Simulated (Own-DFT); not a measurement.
# Misfit strain and the stress it brings: wurtzite GaN, 72 atoms (Ga36N36)

No measurement is shown. These are fixed-geometry runs of a retired plane-wave code named Own-DFT, which no person has reviewed; spin and spin-orbit coupling are neglected.

Settings: PBE; PseudoDojo norm-conserving scalar-relativistic files; cutoff 42 hartree; 4 x 4 x 3 k mesh centred on Gamma; Fermi-Dirac smearing of 0.1 eV.

Keep in mind: forces not confirmed at this smearing and k mesh; stress not checked against mesh or cutoff.

Unstrained cell vectors in Å: (9.567, 0.000, 0.000); (-4.784, 8.285, 0.000); (0.000, 0.000, 10.370). The unstrained cell has measured lattice constants (interpolated for alloys), not those of this functional. That, the random moves and any unrelaxed bonds set the pressure at no strain. Each run strains x and y alike by e, as a substrate would, and holds the height along z. Random moves of width 0.05 Å per axis were added to every atom. Stress is positive in tension.

```
e (%),u (Å),(s_xx + s_yy)/2 (GPa),s_zz (GPa)
-3.00,0.050,-26.38,-13.14
-2.75,0.051,-24.37,-13.37
-1.75,0.047,-16.91,-10.71
-1.00,0.048,-14.10,-7.45
-0.50,0.050,-9.88,-10.36
0.50,0.052,?,?
1.00,0.052,-2.18,-7.71
1.75,0.047,1.90,-6.47
2.25,0.047,3.75,-5.30
2.75,0.049,5.67,-5.23
```

## Working it out

With e as a fraction, the in-plane stress is -7.3 + 550 e - 2627 e² GPa (errors 10 and 642, scatter 0.58), and s_zz is -8.7 + 137 e GPa (slope ± 19, scatter 1.15). At e = 0 the first slope is C11 + C12 and the second 2 C13, both with the ions held to the strained lattice and at the cell's own pressure. The term in e² is negative: the layer stiffens under compression and softens under tension. A free layer would change its height as e changes, and the in-plane slope would drop by 2 C13²/C33 to the biaxial modulus. At fixed height, a misfit of 1 % moves the in-plane stress by about 5.5 GPa and s_zz by 1.4 GPa.

## Withheld run

The question: what are the two stresses at e = 0.50 %?

From the fit: -4.6 and -8.0 GPa. Computed: -5.34 and -7.19 GPa.
